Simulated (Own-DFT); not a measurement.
# A change of arrangement and its cost: Al2C36Si34, 72 atoms

Calculated results; nothing here was measured. The program, named Own-DFT, is a retired in-house plane-wave density functional code that no person has reviewed. Each row is one single-point run on a periodic cell that was not relaxed, without spin or spin-orbit coupling.

Settings of every run: PBE; PseudoDojo norm-conserving scalar-relativistic files; cutoff 42 hartree; 4 x 4 x 3 k mesh centred on Gamma; Fermi-Dirac smearing of 0.1 eV.

Known limits: not probed for a lower state with spin; forces on such cells passed a denser k mesh, each cell not checked; stress not checked against mesh or cutoff.

All cells hold the same atoms in the same cell, with vectors in Å (9.248, 0.000, 0.000); (-4.624, 8.009, 0.000); (0.000, 0.000, 10.068). Every atom was moved at random from its ideal site; u is the rms move along one axis. The defect's site can differ from row to row. E is the free energy of the cell above the lowest run. The arrangements:

- A: 4H SiC, with two Al on a Si site each, 3.1 Å apart
- B: 2H SiC, with two Al on a Si site each, 3.1 Å apart

```
arrangement,u (Å),E (eV),P (GPa)
A,0.0286,0.000,5.69
A,0.0308,1.112,5.95
A,0.0309,0.467,5.85
A,0.0456,3.119,6.66
A,0.0498,4.572,7.35
A,0.0500,4.075,6.91
B,0.0284,0.078,5.75
B,0.0299,0.729,5.88
B,0.0305,0.266,5.86
B,0.0485,4.565,7.35
B,0.0506,4.869,7.36
B,0.0517,5.029,7.38
```

Question: once the cost of the random moves is taken out, how do the arrangements rank?

## Worked answer

Fit E = a + b u², with one b for all and one a for each arrangement, and with residuals divided by u², since the noise grows with the moves. Then b = 2574 eV/Å², the scatter at u = 0.04 Å is 0.46 eV, and against A:

- B: 0.00 ± 0.19 eV (not told apart from A)

These are energies of unrelaxed cells. Relaxing the atoms lowers the strained arrangements most, so the gaps would shrink and small ones could change sign.
